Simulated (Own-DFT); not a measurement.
# Shaking the atoms of rutile TiO2, 72 atoms (O48Ti24)

All numbers below are calculated, not measured. They come from Own-DFT, an in-house plane-wave density functional program, since retired, whose code no person has reviewed. Each row is one single-point run on a periodic cell that was not relaxed, without spin or spin-orbit coupling.

Settings of every run: PBE; PseudoDojo norm-conserving scalar-relativistic files; cutoff 72 hartree; 3 x 3 x 3 k mesh centred on Gamma; Fermi-Dirac smearing of 0.1 eV.

Known limits: oxygen file: force components 24 meV/angstrom off all-electron in a glass; forces on such cells passed a denser k mesh, each cell not checked; stress not checked against mesh or cutoff.

Cell vectors in Å: (9.187, 0.000, 0.000); (0.000, 9.187, 0.000); (0.000, 0.000, 8.876). In each run every atom was moved at random and independently from its ideal site; u is the rms move along one axis. E is the free energy for each atom above the fitted value at u = 0, and F the rms of the force components.

| run | u (Å) | E (meV/atom) | F (eV/Å) | largest force (eV/Å) | P (GPa) |
|---|---|---|---|---|---|
| 1 | 0.0192 | 7.8 | 0.372 | 1.31 | 4.57 |
| 2 | 0.0204 | 8.3 | 0.369 | 1.43 | 4.73 |
| 3 | 0.0468 | ? | ? | ? | ? |
| 4 | 0.0490 | 49.8 | 0.935 | 3.00 | 6.86 |
| 5 | 0.0755 | 120.6 | 1.573 | 5.90 | 9.39 |
| 6 | 0.0793 | 132.1 | 1.652 | 8.69 | 9.41 |
| 7 | 0.0804 | 126.1 | 1.653 | 10.62 | 9.37 |
| 8 | 0.1190 | 271.7 | 2.475 | 8.51 | 14.90 |

## Worked fit

For small independent moves the energy grows as E = (3/2) K u², with K the mean stiffness felt by one atom. The runs with u up to 0.11 Å give K = 13.7 ± 0.3 eV/Å², with residuals divided by u² + 0.0006 Å², since the noise grows with the moves. The scatter is 1.9 meV/atom at u = 0.05 Å. The forces follow F = G u with G = 19.8 eV/Å²; no force at u = 0 is resolved. G exceeds K because the moves of its neighbours add to the force on an atom, and stiffness differs between atoms. The pressure follows P = 4.50 + 801 u² GPa: at fixed volume, shortened bonds push harder than stretched ones pull.

## Withheld run

Question: what energy and rms force should run 3 give?

The fit gives 45 ± 2 meV/atom and about 0.93 eV/Å. The calculation gave 39.8 meV/atom and 0.845 eV/Å.
